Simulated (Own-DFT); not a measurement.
# What a defect does to the pressure of its cell: C40 NbSi2

No measurement is shown. These are fixed-geometry runs of a retired plane-wave code named Own-DFT, which no person has reviewed; spin and spin-orbit coupling are neglected.

All runs used: PBEsol; PseudoDojo norm-conserving scalar-relativistic files, made for PBE; cutoff 42 hartree; 4 x 4 x 5 k mesh centred on Gamma; cold (Marzari-Vanderbilt) smearing of 0.2 eV.

Limits: forces on such cells failed a check on a denser k mesh; stress not checked against mesh or cutoff.

All runs share one cell, with vectors in Å (0.000, 8.324, 0.000); (-9.613, 0.000, 0.000); (0.000, 0.000, 6.586) and a volume of 527.0 Å³. u is the rms random offset of the atoms per axis. The defect's site can differ from row to row.

```
cell,formula,u (Å),P (GPa)
no defect,Nb12Si24,0.0181,-2.16
no defect,Nb12Si24,0.0441,-1.30
no defect,Nb12Si24,0.0491,-1.08
two Si on a Nb site each,Nb10Si26,0.0280,-1.76
two Si on a Nb site each,Nb10Si26,0.0312,-1.70
two Si on a Nb site each,Nb10Si26,0.0515,-1.12
two Nb on a Si site each,Nb14Si22,0.0302,3.50
two Nb on a Si site each,Nb14Si22,0.0339,3.75
two Nb on a Si site each,Nb14Si22,0.0483,?
two Nb on a Si site each,Nb14Si22,0.0502,4.86
one Si vacancy,Nb12Si23,0.0303,-2.54
one Si vacancy,Nb12Si23,0.0342,-2.48
one Si vacancy,Nb12Si23,0.0565,-1.63
```

## Working it out

P = P0 + c u² + a shift for each defect gives P0 = -2.29 GPa, c = 494 ± 62 GPa/Å² and a scatter of 0.19 GPa. The shifts, and each times the cell's volume:

- two Nb on a Si site each: 5.57 ± 0.15 GPa, 18.3 eV (9.2 eV for each of its 2 sites)
- two Si on a Nb site each: 0.03 ± 0.15 GPa, 0.1 eV (0.1 eV for each of its 2 sites) (not resolved)
- one Si vacancy: -0.80 ± 0.15 GPa, -2.6 eV

Against the defect-free cell, a freed cell would be larger where the shift is positive and smaller where it is negative (160.2 GPa Å³ is 1 eV). The atoms around the defects weren't relaxed, which would change these numbers.

## Test on the hidden row

Asked: what pressure belongs in the blank (two Nb on a Si site each, u = 0.0483 Å)?

The fit gives 4.43 ± 0.22 GPa. Computed: 4.05 GPa.
